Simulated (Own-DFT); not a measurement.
# Response to strain: C40 NbSi2, 36 atoms (Nb12Si24)

Calculated results; nothing here was measured. The program, named Own-DFT, is a retired in-house plane-wave density functional code that no person has reviewed. Each row is one single-point run on a periodic cell that was not relaxed, without spin or spin-orbit coupling.

Settings of every run: PBEsol; PseudoDojo norm-conserving scalar-relativistic files, made for PBE; cutoff 42 hartree; 4 x 4 x 5 k mesh centred on Gamma; cold (Marzari-Vanderbilt) smearing of 0.2 eV.

Known limits: forces on such cells failed a check on a denser k mesh; stress not checked against mesh or cutoff.

Unstrained cell vectors in Å: (0.000, 8.324, 0.000); (-9.613, 0.000, 0.000); (0.000, 0.000, 6.586). The unstrained cell was taken from the Materials Project. The random moves and any unrelaxed bonds add to the pressure at no strain. Each run strains this cell uniformly, with the atoms carried along. Every atom was also moved at random, by a Gaussian of width 0.05 Å on each axis. Strain is the symmetric tensor, in per cent. Stress is positive in tension, and the pressure is minus a third of its trace.

```
run,e_xx (%),e_yy (%),e_zz (%),e_yz (%),e_xz (%),e_xy (%),s_xx (GPa),s_yy (GPa),s_zz (GPa),s_yz (GPa),s_xz (GPa),s_xy (GPa),P (GPa),E (meV/atom)
1,1.88,0.25,-0.37,1.55,0.69,-0.17,8.10,3.33,-0.03,4.82,1.73,-0.44,-3.80,5.8
2,1.96,-1.28,1.34,1.19,-0.34,-1.50,8.25,-1.17,5.43,4.14,-0.33,-3.95,-4.17,27.9
3,0.08,0.99,0.64,-1.32,-1.51,0.65,2.55,5.21,3.30,-4.18,-4.07,1.83,-3.69,17.3
4,0.65,-0.67,-1.96,0.72,0.82,-0.17,1.94,-1.37,-9.57,2.65,2.47,-0.47,3.00,0.0
5,0.59,0.16,0.54,0.44,0.87,-0.30,3.83,3.22,2.71,1.15,2.30,-0.41,-3.25,5.7
6,-0.07,1.01,1.28,0.15,-1.59,-1.96,2.54,4.96,6.21,0.60,-4.23,-5.17,-4.57,24.3
7,1.10,-1.18,-0.05,-1.60,0.88,-1.85,3.34,-2.55,-1.40,-4.56,2.53,-4.75,0.21,38.0
8,-0.78,1.36,0.91,-1.30,-0.02,0.87,0.14,5.76,3.28,-3.90,0.03,2.59,-3.06,26.0
9,-0.53,0.11,0.73,0.89,1.30,1.19,0.35,1.83,3.14,2.43,4.15,3.46,-1.77,1.7
10,-0.97,-1.47,-1.59,-0.80,-1.73,-1.76,-5.06,-6.71,-10.22,-3.11,-5.65,-6.14,7.33,24.9
11,1.96,-0.33,-0.93,-1.72,-1.79,-0.96,6.81,0.82,-3.26,-5.05,-5.40,-2.46,-1.46,22.3
12,1.86,1.14,0.90,-1.43,0.30,-1.50,8.71,7.23,6.09,-3.94,0.69,-3.76,-7.34,16.9
13,1.85,-1.80,1.84,-0.26,-0.94,-0.59,6.80,-2.40,7.20,-0.19,-2.16,-1.92,-3.87,32.5
14,1.44,-1.56,1.97,0.95,-0.71,1.47,6.86,-2.24,8.18,3.00,-2.00,4.00,-4.27,16.3
15,0.39,1.33,0.65,0.83,-0.21,0.46,3.16,6.42,3.55,2.12,-0.70,1.19,-4.38,23.7
16,1.06,1.96,-1.84,-1.50,-1.32,0.34,?,?,?,?,?,?,?,?
```

E is the free energy for each atom above the lowest run shown.

## Worked fit

Each stress component was fitted by least squares to a constant and the strains of the runs shown, as fractions, with shears doubled. Shear strains stay in the fit of a normal stress only where such slopes are resolved. The slopes, in GPa:

| stress | at no strain | per e_xx | per e_yy | per e_zz | scatter |
|---|---|---|---|---|---|
| s_xx | 1.1 | 349 ± 15 | 76 ± 13 | 71 ± 13 | 0.53 |
| s_yy | 1.0 | 91 ± 12 | 363 ± 11 | 61 ± 10 | 0.42 |
| s_zz | -0.7 | 89 ± 12 | 99 ± 11 | 446 ± 11 | 0.45 |

Each shear stress against twice its own strain: yz 149 ± 4, xz 145 ± 5, xy 137 ± 4 GPa. These are stiffnesses along x, y and z of the frame in which the cell vectors are given, which need not be the crystal's axes. The atoms are held to the strained lattice; where symmetry lets them move under strain, relaxing them would lower some slopes. The table should be nearly symmetric about its diagonal, and what it lacks of that shows the noise. A ninth of its sum, 183 ± 5 GPa, estimates the bulk modulus near the mean pressure of these runs, -2.3 GPa.

## Withheld run

Question: what normal stresses and pressure should run 16 give?

The fit gives s_xx = 4.9, s_yy = 8.0, s_zz = -6.0 and P = -2.3 GPa. The calculation gave 4.67, 7.69, -7.70 and P = -1.55 GPa. This run lies off the fit, by chance or by something that the fit leaves out.
